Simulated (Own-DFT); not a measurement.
# Computed records: SiC (4H silicon carbide, atoms displaced)

A calculation, not a measurement: plane-wave PBE density functional theory by an unreviewed code, no spin, of a simulated periodic cell, stress positive in tension, free energy of the whole cell less one offset for each atom, forces on such cells passed a denser k mesh, this cell's mesh not checked; offsets are fitted by least squares, one for each functional and potential file, so energies compare only between cells with the same atoms and settings and are not formation energies; the far tail of each file's local potential was reset to the Coulomb form; each entry is a single point on an unrelaxed cell, so the pressure reflects the starting lattice, mostly measured values (interpolated for alloys), from which strain is counted, and rises with the displacements; printed positions are rounded, which can move forces by about a meV/angstrom; the program, named Own-DFT, is a retired in-house code; no spin-orbit coupling. Program: Own-DFT development build.

Common to all runs: functional PBE; potential files PseudoDojo norm-conserving, scalar-relativistic, standard set; wave cutoff 42 hartree; occupations Fermi-Dirac; smearing width 0.1 eV; hardware one NVIDIA H200; k mesh 3 x 3 x 3 centred on Gamma.

(1) SiC (4H silicon carbide, atoms displaced)

```
CELL_PARAMETERS angstrom
12.33080 0.00000 0.00000
-6.16540 10.67880 0.00000
0.00000 0.00000 10.06810
ATOMIC_POSITIONS crystal
Si 0.99007 0.00343 0.39743
Si 0.07246 0.15914 0.16509
C 0.99975 0.00293 0.08928
C 0.07622 0.15848 0.33809
Si 0.99123 0.25094 0.40566
Si 0.07819 0.41081 0.14596
C 0.98470 0.24286 0.09205
C 0.08090 0.40858 0.33958
Si 0.00996 0.50377 0.40497
Si 0.08713 0.67177 0.15369
C 0.99654 0.49805 0.09472
C 0.08823 0.67184 0.34546
Si 0.00798 0.74504 0.40906
Si 0.09349 0.93702 0.17069
C 0.00052 0.74942 0.09968
C 0.08252 0.91205 0.34491
Si 0.25235 0.00870 0.40505
Si 0.33614 0.15956 0.16009
C 0.23538 0.98872 0.09053
C 0.33958 0.16684 0.35476
Si 0.24415 0.24730 0.40640
Si 0.33697 0.41835 0.15311
C 0.24659 0.25518 0.09357
C 0.33823 0.42184 0.34148
Si 0.25804 0.50362 0.41731
Si 0.32960 0.66365 0.16267
C 0.26227 0.50852 0.10212
C 0.33912 0.66815 0.34673
Si 0.24580 0.74365 0.40882
Si 0.33549 0.92294 0.15838
C 0.25310 0.74100 0.10082
C 0.33236 0.91399 0.34269
Si 0.49498 0.99506 0.40856
Si 0.57759 0.16667 0.14874
C 0.49199 0.00303 0.09563
C 0.58369 0.15971 0.35756
Si 0.50237 0.25369 0.40787
Si 0.58559 0.42276 0.14690
C 0.49182 0.24935 0.09010
C 0.58806 0.41883 0.34340
Si 0.50407 0.49726 0.41320
Si 0.58760 0.67208 0.14464
C 0.49968 0.49475 0.09757
C 0.58602 0.67133 0.34610
Si 0.50685 0.75243 0.41486
Si 0.58586 0.91141 0.15113
C 0.50388 0.74806 0.09521
C 0.57980 0.91595 0.34925
Si 0.75172 0.00828 0.39683
Si 0.83382 0.17121 0.14784
C 0.75395 0.99844 0.09632
C 0.82742 0.16523 0.33202
Si 0.74384 0.24445 0.41084
Si 0.83381 0.41430 0.15166
C 0.75051 0.26074 0.08463
C 0.83621 0.42659 0.35116
Si 0.74583 0.50220 0.40198
Si 0.84539 0.66708 0.15705
C 0.73689 0.49703 0.09266
C 0.83377 0.66562 0.33706
Si 0.74732 0.75661 0.39117
Si 0.83342 0.91900 0.15602
C 0.74970 0.74640 0.08929
C 0.83525 0.92175 0.34702
Si 0.99889 0.00227 0.89176
Si 0.91806 0.83413 0.65388
C 0.00183 0.99866 0.59098
C 0.91140 0.82821 0.84407
Si 0.99191 0.74538 0.90891
Si 0.91971 0.58047 0.65469
C 0.99731 0.75092 0.59677
C 0.91922 0.57817 0.85042
Si 0.00860 0.51400 0.90678
Si 0.91853 0.33987 0.66764
C 0.00226 0.49645 0.58839
C 0.91708 0.33365 0.83797
Si 0.99022 0.24891 0.91681
Si 0.91827 0.07864 0.65022
C 0.00093 0.25796 0.58906
C 0.91583 0.08298 0.84373
Si 0.75144 0.00286 0.90613
Si 0.66533 0.83811 0.65814
C 0.75409 0.00076 0.60065
C 0.65878 0.81585 0.84839
Si 0.74321 0.74519 0.90380
Si 0.67184 0.58385 0.66073
C 0.74780 0.75258 0.58500
C 0.65956 0.57826 0.84822
Si 0.75413 0.50291 0.91196
Si 0.66127 0.33410 0.64785
C 0.73878 0.49197 0.59179
C 0.67121 0.33618 0.84537
Si 0.74992 0.25388 0.90488
Si 0.67458 0.08661 0.64802
C 0.75430 0.24812 0.58811
C 0.67038 0.09259 0.83625
Si 0.49268 0.00286 0.91004
Si 0.41911 0.83723 0.65661
C 0.50006 0.99531 0.59314
C 0.40470 0.83022 0.83589
Si 0.49608 0.75730 0.90057
Si 0.42017 0.58479 0.65880
C 0.48865 0.74619 0.60210
C 0.41849 0.58957 0.84973
Si 0.49593 0.49755 0.90674
Si 0.42400 0.33737 0.66285
C 0.49242 0.49959 0.60304
C 0.40751 0.32759 0.84025
Si 0.49895 0.24483 0.91340
Si 0.41038 0.08754 0.66191
C 0.50072 0.25558 0.58784
C 0.40544 0.07738 0.84679
Si 0.24711 0.99634 0.91129
Si 0.16428 0.82981 0.66447
C 0.25484 0.01003 0.59099
C 0.16370 0.83080 0.84203
Si 0.25150 0.75067 0.90668
Si 0.15641 0.57961 0.65566
C 0.24407 0.75107 0.59718
C 0.16247 0.57740 0.84443
Si 0.25782 0.50361 0.90951
Si 0.16856 0.32782 0.65803
C 0.24270 0.49698 0.58892
C 0.16547 0.33219 0.84079
Si 0.25089 0.24686 0.89971
Si 0.16470 0.09027 0.65096
C 0.24743 0.24189 0.60439
C 0.16645 0.07876 0.84153
```

- free energy of cell above offsets: -7.005 eV
- pressure: 6.06 GPa
- stress xx: -6.54 GPa
- stress yy: -5.04 GPa
- stress zz: -6.61 GPa
- stress yz: 1.15 GPa
- stress xz: 0.68 GPa
- stress xy: -0.92 GPa
- wall time: 549.9 s

Force:
```tsv
element	x (eV/Å)	y (eV/Å)	z (eV/Å)
Si	4.003	-1.661	2.669
Si	0.907	1.994	-4.158
C	0.024	-0.575	0.258
C	-0.283	2.495	2.563
Si	0.919	-0.371	-0.193
Si	1.006	1.304	2.016
C	3.609	1.875	0.645
C	0.277	1.97	-0.406
Si	-1.418	-1.386	-1.13
Si	0.189	-1.126	0.876
C	0.827	1.201	-0.705
C	0.98	-2.074	-1.025
Si	-3.555	1.235	0
Si	-2.667	-4.049	-2.083
C	1.173	1.635	-1.618
C	-0.651	1.692	1.67
Si	0.89	-3.143	1.351
Si	-3.069	1.143	-0.027
C	3.569	2.532	0.883
C	-1.706	1.258	-2.622
Si	0.894	0.945	0.188
Si	-0.36	-0.482	1.338
C	0.637	-2.019	0.153
C	0.246	-1.378	1.33
Si	-0.784	-0.809	-3.85
Si	2.657	1.016	0.83
C	-1.968	-2.83	-2.271
C	-0.749	-0.124	1.026
Si	1.478	1.907	0.19
Si	-1.058	-2.958	0.632
C	-2.259	2.93	-2.022
C	-0.918	0.487	0.585
Si	-0.034	-0.092	0.095
Si	1.181	1.19	2.072
C	2.641	-0.414	-1.084
C	-2.203	1.162	-2.717
Si	1.265	-0.355	-0.739
Si	-1.348	-2.545	2.929
C	1.659	0.32	1.588
C	-1.417	-1.084	-0.92
Si	-1.222	0.992	-0.874
Si	0.621	-2.164	2.325
C	-1.279	2.079	-1.719
C	-0.533	-1.447	-1.163
Si	-1.486	-0.345	-0.739
Si	-1.372	0.872	1.698
C	-2.619	0.779	-1.437
C	1.29	0.149	-1.192
Si	-0.502	-1.963	1.675
Si	-3.352	-1.811	1.313
C	-2.075	1.214	-1.229
C	0.255	1.335	1.131
Si	1.278	2.391	-1.733
Si	-1.795	1.984	2.265
C	0.261	-3.368	1.26
C	0.953	-1.983	-1.471
Si	1.707	0.667	0.658
Si	-3.594	-0.948	-0.231
C	5.075	1.797	-0.386
C	0.075	1.145	1.787
Si	2.448	-1.314	2.362
Si	1.574	-1.307	-0.5
C	1.095	1.194	0.831
C	-2.292	-0.566	-2.087
Si	0.9	-0.971	2.402
Si	-1.428	-0.598	-0.095
C	-0.644	0.303	-0.72
C	-0.269	0.551	-0.583
Si	1.242	1.106	0.268
Si	-1.48	-0.087	-0.011
C	1.334	-0.986	-0.37
C	-2.47	1.689	-1.762
Si	0.641	-3.962	1.296
Si	0.569	-1.79	-4.314
C	-1.948	0.585	0.828
C	-0.569	0.918	4.068
Si	2.133	0.181	-4.045
Si	-0.653	2.213	0.993
C	0.625	-2.002	1.008
C	-0.465	0.462	-0.652
Si	-0.341	-1.242	-0.531
Si	0.635	-2.063	0.043
C	-0.544	0.079	-2.223
C	-2.065	4.376	-1.617
Si	1.896	-0.484	0.875
Si	-1.928	0.634	-0.636
C	0.49	-0.193	0.832
C	1.688	0.333	-0.641
Si	-1.211	-1.039	-1.109
Si	2.027	-1.421	1.86
C	1.817	2.561	-0.243
C	-1.853	-0.356	-0.878
Si	0.687	0.234	-1.476
Si	-1.571	-0.552	1.152
C	-0.953	1.277	1.808
C	-0.427	-2.073	1.695
Si	1.663	-0.548	-1.653
Si	-2.011	-1.052	-0.756
C	-0.539	1.956	0.648
C	2.182	1.972	2.079
Si	0.78	-1.298	1.359
Si	-2.778	-0.402	0.86
C	2.449	1.171	-1.051
C	0.451	-0.744	-0.989
Si	-0.199	-0.266	0.36
Si	-1.66	-0.949	-1.445
C	2.757	-0.067	-1.339
C	2.759	1.235	1.591
Si	-0.693	1.121	-2.808
Si	1.853	-0.426	-1.46
C	-0.189	-0.965	1.966
C	1.185	1.632	0.24
Si	-1.783	-0.739	-1.723
Si	-0.623	1.802	-2.295
C	-1.161	-2.002	0.599
C	-0.212	-0.227	2.531
Si	-1.463	-1.617	0.562
Si	2.832	1.078	0.506
C	1.26	-0.723	-0.454
C	1.538	1.799	-0.143
Si	-1.481	-1.187	-0.067
Si	-1.92	1.281	-0.771
C	1.259	0.336	3.507
C	-0.232	0.043	1.943
Si	-2.424	-0.587	1.684
Si	1.833	-4.356	1.659
C	0.195	4.525	-3.039
C	-0.588	0.323	-0.192
```

(2) SiC (4H silicon carbide, atoms displaced)

```
CELL_PARAMETERS angstrom
12.33080 0.00000 0.00000
-6.16540 10.67880 0.00000
0.00000 0.00000 10.06810
ATOMIC_POSITIONS crystal
Si 0.98585 0.99585 0.41733
Si 0.09069 0.17100 0.16127
C 0.00376 0.00782 0.09596
C 0.08122 0.17073 0.34245
Si 0.99352 0.25191 0.40253
Si 0.07404 0.40658 0.14389
C 0.01046 0.24853 0.09256
C 0.08961 0.42422 0.34282
Si 0.00262 0.49546 0.40349
Si 0.07910 0.65697 0.16162
C 0.00535 0.50171 0.09164
C 0.08443 0.66433 0.34113
Si 0.99878 0.75873 0.39502
Si 0.09611 0.92487 0.15754
C 0.00034 0.75161 0.09576
C 0.08407 0.92403 0.33502
Si 0.24578 0.99282 0.40956
Si 0.33614 0.17502 0.15434
C 0.26239 0.01952 0.09864
C 0.33910 0.17413 0.34375
Si 0.24909 0.25245 0.40551
Si 0.33453 0.41507 0.14300
C 0.23940 0.24340 0.09553
C 0.34161 0.41821 0.34301
Si 0.24771 0.49958 0.40984
Si 0.34135 0.67342 0.15922
C 0.25087 0.50000 0.09300
C 0.33276 0.66569 0.33951
Si 0.25007 0.75116 0.41159
Si 0.32737 0.91345 0.16132
C 0.24311 0.75869 0.09503
C 0.33742 0.91890 0.34302
Si 0.50094 0.98873 0.41170
Si 0.58093 0.17047 0.14785
C 0.51291 0.00054 0.09841
C 0.58942 0.17039 0.35025
Si 0.50741 0.25300 0.40024
Si 0.58346 0.41505 0.16227
C 0.50658 0.25207 0.09665
C 0.58004 0.42459 0.35557
Si 0.50711 0.50485 0.41116
Si 0.59401 0.67788 0.15245
C 0.50355 0.49788 0.09781
C 0.58098 0.66552 0.34769
Si 0.50485 0.75011 0.41011
Si 0.57953 0.91479 0.16873
C 0.50814 0.75464 0.08937
C 0.59223 0.91914 0.34633
Si 0.74927 0.00000 0.40411
Si 0.83801 0.16127 0.16626
C 0.74899 0.00493 0.08893
C 0.82399 0.16176 0.34388
Si 0.75110 0.24900 0.40824
Si 0.83965 0.41410 0.15840
C 0.74781 0.25201 0.09035
C 0.84069 0.42509 0.34689
Si 0.74175 0.48987 0.41378
Si 0.83929 0.67459 0.15800
C 0.75051 0.50846 0.09252
C 0.83396 0.66523 0.33813
Si 0.74073 0.74915 0.40015
Si 0.83421 0.92364 0.15243
C 0.74545 0.75295 0.08532
C 0.84606 0.92821 0.33295
Si 0.99638 0.98825 0.91202
Si 0.91172 0.83380 0.65239
C 0.99669 0.99369 0.58974
C 0.90891 0.82182 0.84526
Si 0.00003 0.76020 0.90706
Si 0.91310 0.58751 0.65537
C 0.99904 0.75074 0.59012
C 0.92269 0.58905 0.84789
Si 0.99824 0.50462 0.90896
Si 0.91306 0.32636 0.65632
C 0.00591 0.49525 0.59564
C 0.90734 0.32521 0.84103
Si 0.99647 0.25371 0.90592
Si 0.91020 0.07703 0.65818
C 0.00120 0.25425 0.60136
C 0.90614 0.08452 0.85246
Si 0.75051 0.00487 0.92291
Si 0.65571 0.82017 0.65485
C 0.74341 0.99637 0.59160
C 0.65810 0.83100 0.84624
Si 0.74944 0.75156 0.90973
Si 0.66891 0.58984 0.65079
C 0.74488 0.74893 0.59033
C 0.66408 0.58708 0.83965
Si 0.74152 0.49007 0.89988
Si 0.66218 0.32335 0.66028
C 0.75516 0.50285 0.58946
C 0.67344 0.34257 0.84037
Si 0.74318 0.24473 0.91622
Si 0.67270 0.08085 0.66142
C 0.74582 0.25174 0.59305
C 0.66456 0.08743 0.84697
Si 0.50706 0.99661 0.90996
Si 0.42012 0.83315 0.64466
C 0.50490 0.01301 0.60246
C 0.41841 0.82922 0.84521
Si 0.50153 0.75068 0.91183
Si 0.42068 0.58649 0.65829
C 0.49902 0.74094 0.58666
C 0.41680 0.58518 0.83981
Si 0.50580 0.50535 0.90673
Si 0.42011 0.33460 0.65079
C 0.49748 0.49196 0.58800
C 0.40542 0.32634 0.85353
Si 0.49060 0.23935 0.90511
Si 0.41366 0.07520 0.65727
C 0.50938 0.26038 0.59706
C 0.41470 0.08769 0.83981
Si 0.25235 0.00569 0.90030
Si 0.16509 0.83458 0.65796
C 0.26202 0.01112 0.58860
C 0.16018 0.83012 0.85186
Si 0.24600 0.74571 0.91079
Si 0.16695 0.58377 0.65437
C 0.25330 0.75582 0.59554
C 0.16460 0.58167 0.83898
Si 0.24351 0.48104 0.91455
Si 0.16363 0.33823 0.65704
C 0.24720 0.48505 0.58892
C 0.16191 0.33036 0.84167
Si 0.25518 0.25523 0.90537
Si 0.16814 0.08197 0.66122
C 0.25198 0.24138 0.59540
C 0.17344 0.09536 0.84231
```

- free energy of cell above offsets: -4.924 eV
- pressure: 6.27 GPa
- stress xx: -6.21 GPa
- stress yy: -4.38 GPa
- stress zz: -8.2 GPa
- stress yz: -0.85 GPa
- stress xz: -0.02 GPa
- stress xy: -1 GPa
- wall time: 558.5 s

Force:
```tsv
element	x (eV/Å)	y (eV/Å)	z (eV/Å)
Si	4.325	2.891	-3.43
Si	-1.9	-1.88	0.173
C	0.611	-1.704	-0.31
C	-0.233	-0.725	1.713
Si	1.74	0.533	1.104
Si	2.168	2.816	2.601
C	-2.904	-0.801	-0.063
C	-0.865	-2.57	-1.564
Si	-0.815	1.905	1.789
Si	-0.423	2.652	-0.929
C	-0.718	-1.578	-0.017
C	-0.59	0.761	1.687
Si	1.249	-1.674	1.017
Si	-1.722	-0.309	-1.505
C	0.869	0.98	-0.13
C	0.097	-0.322	3.005
Si	0.215	2.777	-1.786
Si	0.508	1.018	1.896
C	0.393	-3.896	-1.835
C	-0.208	-1.411	-0.071
Si	0.963	0.018	0.486
Si	-0.125	0.24	3.19
C	3.433	2.76	-1.868
C	-1.654	0.429	-0.476
Si	2.38	-0.375	-1.901
Si	-1.293	-1.025	-1.586
C	-0.352	0.158	0.566
C	0.529	1.053	2.316
Si	-0.106	-0.471	-1.838
Si	0.982	2.745	-1.113
C	2.094	-2.428	-0.053
C	-0.067	-0.976	1.393
Si	-1.651	3.618	-0.046
Si	2.719	-1.614	3.073
C	-3.541	0.196	-0.55
C	-0.401	-1.421	-1.852
Si	-1.757	-0.124	2.1
Si	0.803	1.672	-0.163
C	-2.599	0.39	-1.427
C	3.473	-2.396	-2.68
Si	-3.207	-0.921	-0.989
Si	-1.759	-3.394	1.276
C	-0.627	1.357	-1.201
C	0.02	0.973	-1.751
Si	-1.354	-0.838	-2.242
Si	1.763	0.386	-2.718
C	-1.204	-0.185	2.6
C	-1.454	-1.992	0.924
Si	1.8	0.261	0.936
Si	-1.303	1.553	-2.937
C	0.304	-1.044	5.777
C	1.493	0.952	0.933
Si	-1.019	1.365	-0.079
Si	-2.407	1.356	-0.443
C	1.486	-0.343	2.651
C	-0.468	-2.58	-0.565
Si	1.194	2.547	-2.073
Si	-1.037	-1.221	-1.289
C	1.011	-1.549	0.139
C	-1.699	0.276	1.705
Si	3.244	0.817	0.135
Si	1.061	-0.32	-1.115
C	2.582	1.601	2.409
C	-4.443	-2.971	1.268
Si	-0.912	3.01	-0.76
Si	0.96	-1.483	0.626
C	-0.364	1.149	3.038
C	-1.134	2.905	-1.291
Si	1.615	-3.665	1.336
Si	2.622	-0.928	0.478
C	-0.316	1.087	-0.46
C	-2.134	-0.145	-0.798
Si	0.898	-1.136	-2.081
Si	-1.152	1.828	0.427
C	-2.176	0.509	-0.83
C	-0.155	1.574	1.621
Si	0.632	-1.292	-0.307
Si	0.078	1.222	0.881
C	-0.165	-2.723	-2.09
C	2.688	-0.843	-1.322
Si	-1.12	-1.107	-5.961
Si	0.712	2.747	1.419
C	1.433	-1.133	-0.205
C	2.123	1.251	-0.472
Si	-1.363	-0.846	-2.143
Si	0.368	-2.844	0.664
C	0.476	1.05	-0.734
C	1.399	-0.276	-0.152
Si	0.534	5.637	2.138
Si	0.234	3.02	-0.363
C	-1.343	-0.649	2.073
C	-0.8	-5.533	0.408
Si	0.577	2.066	-3.063
Si	-2.206	1.634	-0.061
C	2.604	-1.507	0.133
C	1.332	-0.976	-0.002
Si	-2.139	-0.598	-0.299
Si	-0.265	0.652	2.876
C	3.038	-3.899	-2.026
C	-1.137	0.595	-0.476
Si	-1.026	-1.001	-1.91
Si	-0.426	-3.46	-0.676
C	-1.552	1.574	0.879
C	0.065	-0.865	1.89
Si	-1.086	-1.39	0.048
Si	-0.692	-1.646	1.562
C	-0.243	3.206	2.096
C	4.266	3.263	-2.141
Si	0.539	4.046	0.451
Si	-0.528	4.207	0.301
C	-1.065	-2.902	-1.071
C	1.682	-2.939	0.632
Si	-0.368	-0.646	1.574
Si	-0.03	0.394	0.188
C	-2.296	-3.162	1.312
C	1.227	2.1	-1.613
Si	0.433	0.347	-1.023
Si	0.788	-0.667	0.36
C	0.008	-1.017	-0.253
C	0.597	-0.422	1.779
Si	-0.792	4.748	-2.301
Si	2.109	-3.496	0.559
C	-0.353	5.399	0.641
C	0.301	-1.03	0.399
Si	-3.87	-1.829	1.203
Si	-0.03	0.52	-1.455
C	-1.913	1.791	-0.497
C	-0.789	-3.475	0.575
```
